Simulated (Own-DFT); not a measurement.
# Computed records: Si$_{2}$SnGe$_{5}$ (diamond-structure random alloy, strained, atoms displaced)

Computed with Own-DFT development build. A calculation, not a measurement: plane-wave density functional theory by an unreviewed code, no spin, of a simulated periodic cell, stress positive in tension, run twice, with PBE and with PBEsol, both on files made for PBE, so the change isn't that of files made for PBEsol, forces on such cells moved up to 12 meV/angstrom on a denser k mesh; the far tail of each file's local potential was reset to the Coulomb form; each entry is a single point on an unrelaxed cell, so the pressure reflects the starting lattice, mostly measured values (interpolated for alloys), from which strain is counted, and rises with the displacements; printed positions are rounded, which can move forces by about a meV/angstrom; the program, named Own-DFT, is a retired in-house code; no spin-orbit coupling; stress was not checked against mesh or cutoff.

Si$_{2}$SnGe$_{5}$ (diamond-structure random alloy, strained, atoms displaced)

```
cell vectors (Å)
  11.0965     0.0000     0.0000
   0.0000    11.0965     0.0000
   0.0000     0.0000    11.4103
atoms (fractions of the cell vectors)
Si  0.98975  0.00120  0.99492
Ge  0.00371  0.24761  0.24517
Si  0.25504  0.00163  0.24587
Ge  0.25596  0.25636  0.00173
Ge  0.13124  0.12146  0.12472
Ge  0.12853  0.36882  0.37644
Ge  0.36986  0.12330  0.37486
Ge  0.37618  0.37460  0.12717
Ge  0.99897  0.99847  0.49960
Ge  0.00155  0.24565  0.75257
Si  0.24674  0.00053  0.75321
Ge  0.25239  0.24659  0.49908
Si  0.13054  0.13040  0.62300
Ge  0.11723  0.37452  0.87316
Ge  0.37470  0.12927  0.87410
Ge  0.37240  0.37659  0.62611
Ge  0.00294  0.49918  0.99772
Ge  0.99554  0.75438  0.25575
Si  0.25159  0.49896  0.25276
Ge  0.26295  0.75173  0.99936
Si  0.12033  0.61780  0.12194
Ge  0.13258  0.87076  0.37464
Ge  0.36928  0.62530  0.37735
Ge  0.37365  0.88304  0.12877
Ge  0.00629  0.50642  0.50288
Sn  0.00061  0.74692  0.75113
Ge  0.24747  0.49909  0.75002
Ge  0.25130  0.75569  0.49490
Ge  0.11687  0.62177  0.62828
Si  0.12499  0.87786  0.87763
Sn  0.37949  0.62672  0.86258
Si  0.37810  0.86972  0.62400
Ge  0.49882  0.99346  0.00809
Ge  0.49782  0.24975  0.24625
Sn  0.75062  0.99653  0.24662
Ge  0.75356  0.24754  0.99839
Sn  0.62324  0.12806  0.12659
Ge  0.62206  0.37517  0.37787
Ge  0.86611  0.12300  0.37469
Ge  0.87601  0.37843  0.12746
Si  0.49577  0.99607  0.49348
Ge  0.49608  0.25429  0.75526
Si  0.75329  0.00233  0.74392
Si  0.74250  0.24219  0.49693
Sn  0.62139  0.12349  0.61606
Ge  0.62765  0.37264  0.87287
Ge  0.87223  0.13046  0.87526
Ge  0.86941  0.38372  0.62420
Ge  0.49836  0.50134  0.00734
Ge  0.50115  0.75076  0.25080
Sn  0.74834  0.50374  0.24327
Ge  0.74611  0.74493  0.00580
Ge  0.62744  0.61855  0.12674
Ge  0.62094  0.86799  0.37357
Sn  0.87835  0.61519  0.38041
Si  0.87465  0.87648  0.12203
Si  0.50102  0.49830  0.50840
Si  0.49632  0.75268  0.74846
Si  0.74740  0.50202  0.74033
Sn  0.75936  0.74611  0.50218
Ge  0.62874  0.62057  0.62564
Ge  0.61719  0.87264  0.87708
Si  0.88316  0.62558  0.87977
Ge  0.88437  0.86606  0.62189
```

Settings of this run: functional PBE, then PBEsol, potential files PseudoDojo norm-conserving, scalar-relativistic, standard set, wave cutoff 49 hartree, occupations Fermi-Dirac, smearing width 0.1 eV and k mesh 3 x 3 x 3 centred on Gamma.

Results for Si$_{2}$SnGe$_{5}$ (diamond-structure random alloy, strained, atoms displaced): PBE pressure 10.05 GPa; PBE stress xx -10.61 GPa; PBE stress yy -10.65 GPa; PBE stress zz -8.89 GPa; PBE stress yz -0.37 GPa; PBE stress xz -0.41 GPa; PBE stress xy 0.26 GPa; PBEsol pressure 7.13 GPa; PBEsol stress xx -7.69 GPa; PBEsol stress yy -7.73 GPa; PBEsol stress zz -5.98 GPa; PBEsol stress yz -0.33 GPa; PBEsol stress xz -0.38 GPa; PBEsol stress xy 0.26 GPa; rms change of force components from PBE to PBEsol 0.053 eV/Å.

Force:
```
force element  PBE force x (eV/Å)  PBE force y (eV/Å)  PBE force z (eV/Å)  PBEsol force x (eV/Å)  PBEsol force y (eV/Å)  PBEsol force z (eV/Å)
           Si               1.206              -0.429               0.422                  1.174                 -0.334                  0.398
           Ge              -0.412              -0.177               0.716                 -0.396                 -0.165                  0.695
           Si              -0.979              -0.082               1.013                 -0.955                 -0.073                  0.995
           Ge              -1.004              -0.415              -0.511                 -0.959                 -0.406                 -0.492
           Ge              -0.623              -0.259              -0.832                 -0.613                 -0.175                 -0.805
           Ge              -0.184               0.817              -0.297                 -0.196                  0.761                 -0.255
           Ge               0.715              -0.455              -0.491                  0.694                 -0.369                 -0.474
           Ge              -0.478               0.798               0.598                 -0.424                  0.732                   0.54
           Ge               0.896               0.779              -0.059                  0.834                  0.713                 -0.083
           Ge              -0.279               0.413              -1.299                   -0.3                  0.445                 -1.202
           Si               0.244              -0.059              -0.676                  0.284                 -0.021                 -0.631
           Ge              -0.068               0.342               0.498                 -0.036                  0.371                  0.433
           Si              -0.529              -1.246               0.556                  -0.55                 -1.181                  0.506
           Ge               1.204              -0.233               0.236                  1.165                 -0.219                  0.229
           Ge              -0.242              -1.213               0.419                 -0.205                 -1.127                  0.438
           Ge               0.223               -0.11              -0.171                  0.182                  -0.14                 -0.119
           Ge              -0.567               0.115                0.32                 -0.548                  0.037                  0.302
           Ge                1.25               0.192              -2.118                  1.224                  0.177                 -1.987
           Si              -0.735               0.043              -0.534                 -0.683                   0.01                 -0.485
           Ge              -2.516               0.585               1.123                 -2.387                  0.572                  1.089
           Si               1.179               1.175               0.922                  1.115                  1.173                  0.869
           Ge              -0.676               1.694              -1.047                 -0.689                  1.595                 -0.973
           Ge               1.068              -0.717              -0.122                  1.033                 -0.621                 -0.108
           Ge               0.051              -1.307               0.365                  0.115                 -1.307                  0.293
           Ge                1.26              -3.253               0.808                  1.215                 -3.148                  0.804
           Sn               0.588               0.821               1.879                  0.583                  0.793                   1.71
           Ge                -1.5               -1.18              -1.055                 -1.461                 -1.148                 -1.032
           Ge               0.108               -1.06               1.888                  0.069                 -1.057                  1.768
           Ge               3.061              -0.315              -1.347                  2.956                 -0.327                 -1.315
           Si               0.776               0.908                0.99                  0.768                  0.816                  0.979
           Sn              -0.112              -0.889               1.622                 -0.172                 -0.922                  1.648
           Si              -0.439               1.188               0.118                 -0.483                  1.138                  0.069
           Ge              -0.773               0.455              -2.115                 -0.752                  0.435                 -2.043
           Ge              -1.268               1.235                2.28                 -1.234                  1.208                    2.2
           Sn               0.598              -1.832               1.302                  0.535                 -1.732                  1.328
           Ge                0.42               1.735               -0.37                  0.407                  1.684                  -0.37
           Sn              -0.641               0.811              -1.888                 -0.632                  0.784                 -1.836
           Ge              -0.696                -0.7               0.708                 -0.677                 -0.686                  0.615
           Ge               1.954               1.398               1.146                  1.923                  1.306                  1.074
           Ge               1.369              -1.731              -1.804                   1.33                 -1.686                 -1.759
           Si              -1.062              -1.306              -0.427                  -1.01                 -1.244                  -0.47
           Ge              -0.099               0.173              -0.339                 -0.107                  0.174                 -0.312
           Si               0.554              -1.385                1.17                   0.55                 -1.354                  1.149
           Si               2.097               2.697              -1.225                  2.063                  2.651                 -1.213
           Sn              -1.014              -0.621               1.635                 -1.029                 -0.575                   1.64
           Ge               0.323               1.037               0.273                  0.276                  0.963                  0.292
           Ge               0.064              -1.392              -0.705                  0.058                 -1.272                 -0.679
           Ge               0.416              -1.589              -0.594                  0.464                 -1.536                 -0.591
           Ge               0.815              -0.878              -0.677                    0.8                 -0.861                 -0.645
           Ge              -0.778              -0.774                -0.5                 -0.742                  -0.74                 -0.473
           Sn              -0.493              -2.599               1.259                  -0.48                 -2.535                  1.218
           Ge               0.889               0.406              -0.932                  0.796                  0.384                 -0.888
           Ge              -2.754               2.738              -1.785                 -2.676                  2.667                 -1.747
           Ge              -0.741               0.566               0.884                 -0.691                  0.519                  0.807
           Sn               2.032               0.178               -1.81                   1.99                  0.191                 -1.756
           Si               1.281              -1.242              -1.161                  1.207                 -1.267                 -1.088
           Si              -0.414               0.238              -0.852                 -0.399                  0.239                 -0.833
           Si               2.286               1.282               -2.17                  2.298                  1.213                 -2.082
           Si               0.626               0.016               2.499                  0.592                 -0.007                  2.409
           Sn              -3.228               1.738               0.804                 -3.138                  1.684                  0.793
           Ge              -1.923               0.298               0.863                 -1.836                  0.326                  0.801
           Ge               1.098               0.225              -0.746                   1.06                  0.225                 -0.642
           Si              -2.668              -1.367               0.532                 -2.595                  -1.33                  0.554
           Ge              -0.755               3.715               0.811                 -0.706                  3.579                  0.746
```
